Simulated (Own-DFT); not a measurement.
# One host, several defects: C40 NbSi2

Calculated, not measured: single-point runs of Own-DFT, a retired in-house plane-wave DFT program that no person has reviewed, on unrelaxed cells, without spin or spin-orbit coupling.

Common settings: PBE; PseudoDojo norm-conserving scalar-relativistic files; cutoff 42 hartree; 4 x 4 x 5 k mesh centred on Gamma; cold (Marzari-Vanderbilt) smearing of 0.2 eV.

Limits: forces on such cells failed a check on a denser k mesh; stress not checked against mesh or cutoff.

All runs share one cell, with vectors in Å (0.000, 8.324, 0.000); (-9.613, 0.000, 0.000); (0.000, 0.000, 6.586) and a volume of 527.0 Å³. Atoms were moved at random from their sites; u is the rms move along one axis. The defect's site can differ from row to row.

| cell | formula | u (Å) | P (GPa) |
|---|---|---|---|
| no defect | Nb12Si24 | 0.0202 | 1.52 |
| no defect | Nb12Si24 | 0.0213 | 1.48 |
| no defect | Nb12Si24 | 0.0453 | 2.59 |
| two Nb on a Si site each | Nb14Si22 | 0.0301 | 7.62 |
| two Nb on a Si site each | Nb14Si22 | 0.0495 | 8.17 |
| two Nb on a Si site each | Nb14Si22 | 0.0520 | 8.59 |
| two Nb vacancies | Nb10Si24 | 0.0296 | -0.04 |
| two Nb vacancies | Nb10Si24 | 0.0297 | -0.06 |
| two Nb vacancies | Nb10Si24 | 0.0527 | ? |
| two Nb vacancies | Nb10Si24 | 0.0531 | 1.14 |
| one Si vacancy | Nb12Si23 | 0.0296 | 0.96 |
| one Si vacancy | Nb12Si23 | 0.0446 | 1.46 |
| one Si vacancy | Nb12Si23 | 0.0511 | 2.04 |
| two Si on a Nb site each | Nb10Si26 | 0.0329 | 1.71 |
| two Si on a Nb site each | Nb10Si26 | 0.0506 | 2.27 |
| two Si on a Nb site each | Nb10Si26 | 0.0523 | 2.10 |

## Analysis

P = P0 + c u² + a shift for each defect gives P0 = 1.34 GPa, c = 538 ± 55 GPa/Å² and a scatter of 0.17 GPa. The shifts, and each times the cell's volume:

- two Nb on a Si site each: 5.70 ± 0.15 GPa, 18.8 eV (9.4 eV for each of its 2 sites)
- two Si on a Nb site each: -0.46 ± 0.15 GPa, -1.5 eV (-0.8 eV for each of its 2 sites)
- one Si vacancy: -0.83 ± 0.15 GPa, -2.7 eV
- two Nb vacancies: -1.82 ± 0.14 GPa, -6.0 eV (-3.0 eV for each of its 2 sites)

Positive is outwards. The product with the volume (160.2 GPa Å³ to the eV) is nearly free of the cell's size; divided by the bulk modulus at the cell's pressure it gives the volume that the defect adds. The atoms around the defects weren't relaxed, which would change these numbers.

## Check

Q: what pressure belongs in the blank (two Nb vacancies, u = 0.0527 Å)?

Estimate: 1.02 ± 0.21 GPa. DFT gave 0.70 GPa.
